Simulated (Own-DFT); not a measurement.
# What a defect does to the pressure of its cell: grey tin

No measurement is shown. These are fixed-geometry runs of a retired plane-wave code named Own-DFT, which no person has reviewed; spin and spin-orbit coupling are neglected.

Settings: PBE; PseudoDojo norm-conserving scalar-relativistic files; cutoff 42 hartree; 3 x 3 x 3 k mesh centred on Gamma; cold (Marzari-Vanderbilt) smearing of 0.2 eV.

Caveats (not all hold for every row): not probed for a lower state with spin; forces on such cells moved up to 12 meV/angstrom on a denser k mesh; stress not checked against mesh or cutoff.

All runs share one cell, with vectors in Å (12.978, 0.000, 0.000); (0.000, 12.978, 0.000); (0.000, 0.000, 12.978) and a volume of 2185.9 Å³. u is the rms random offset of the atoms per axis. The defect's site can differ from row to row.

```
cell,formula,u (Å),P (GPa)
no defect,Sn64,0.0202,3.38
no defect,Sn64,0.0210,3.39
no defect,Sn64,0.0479,3.62
one Sn vacancy,Sn63,0.0276,3.23
one Sn vacancy,Sn63,0.0287,3.25
one Sn vacancy,Sn63,0.0478,3.40
one Sn vacancy,Sn63,0.0486,?
two Sn vacancies,Sn62,0.0314,3.14
two Sn vacancies,Sn62,0.0467,3.30
two Sn vacancies,Sn62,0.0475,3.28
```

## Working it out

P = P0 + c u² + a shift for each defect gives P0 = 3.34 GPa, c = 119 ± 6 GPa/Å² and a scatter of 0.01 GPa. The shifts, and each times the cell's volume:

- one Sn vacancy: -0.19 ± 0.01 GPa, -2.6 eV
- two Sn vacancies: -0.31 ± 0.01 GPa, -4.3 eV (-2.1 eV for each of its 2 sites)

Positive is outwards. The product with the volume (160.2 GPa Å³ to the eV) is nearly free of the cell's size; divided by the bulk modulus at the cell's pressure it gives the volume that the defect adds. The atoms around the defects weren't relaxed, which would change these numbers.

## Check

The question: what pressure belongs in the blank (one Sn vacancy, u = 0.0486 Å)?

Estimate: 3.42 ± 0.02 GPa. Computed: 3.48 GPa. This run lies off the fit, by chance or by something that the fit leaves out.
